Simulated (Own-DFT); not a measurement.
# Which arrangement is lower? C16Si16, 32 atoms

Source: density functional calculations with Own-DFT, an unreviewed in-house program that is no longer used. Nothing was measured or relaxed, and spin and spin-orbit coupling are left out.

Settings: PBE; PseudoDojo norm-conserving scalar-relativistic files; cutoff 42 hartree; 5 x 5 x 3 k mesh centred on Gamma; Fermi-Dirac smearing of 0.1 eV.

Limits: forces on such cells passed a denser k mesh, each cell not checked; stress not checked against mesh or cutoff.

All cells hold the same atoms in the same cell, with vectors in Å (6.165, 0.000, 0.000); (-3.083, 5.339, 0.000); (0.000, 0.000, 10.068). Every atom was moved at random from its ideal site; u is the rms move along one axis. E is the free energy of the whole cell, counted from the lowest run. The arrangements:

- A: 2H SiC
- B: 4H SiC

| arrangement | u (Å) | E (eV) | P (GPa) |
|---|---|---|---|
| A | 0.0280 | 0.284 | 3.97 |
| A | 0.0318 | 0.544 | 3.97 |
| A | 0.0342 | 0.796 | 4.20 |
| A | 0.0525 | 2.622 | 5.85 |
| A | 0.0562 | 3.063 | 5.53 |
| A | 0.0628 | 3.328 | 6.15 |
| B | 0.0277 | 0.000 | 3.49 |
| B | 0.0282 | 0.152 | 3.79 |
| B | 0.0317 | 0.432 | 3.82 |
| B | 0.0559 | 2.548 | 5.45 |
| B | 0.0574 | 3.065 | 5.90 |
| B | 0.0648 | 3.878 | 6.43 |

Q: once the cost of the random moves is taken out, how do the arrangements rank?

## Worked answer

Fit E = a + b u², with one b for all and one a for each arrangement, and with residuals divided by u², since the noise grows with the moves. Then b = 1112 eV/Å², the scatter at u = 0.04 Å is 0.12 eV, and against A:

- B: -0.20 ± 0.05 eV (lower)

The cells share one lattice and weren't relaxed, which can shift such small differences either way.
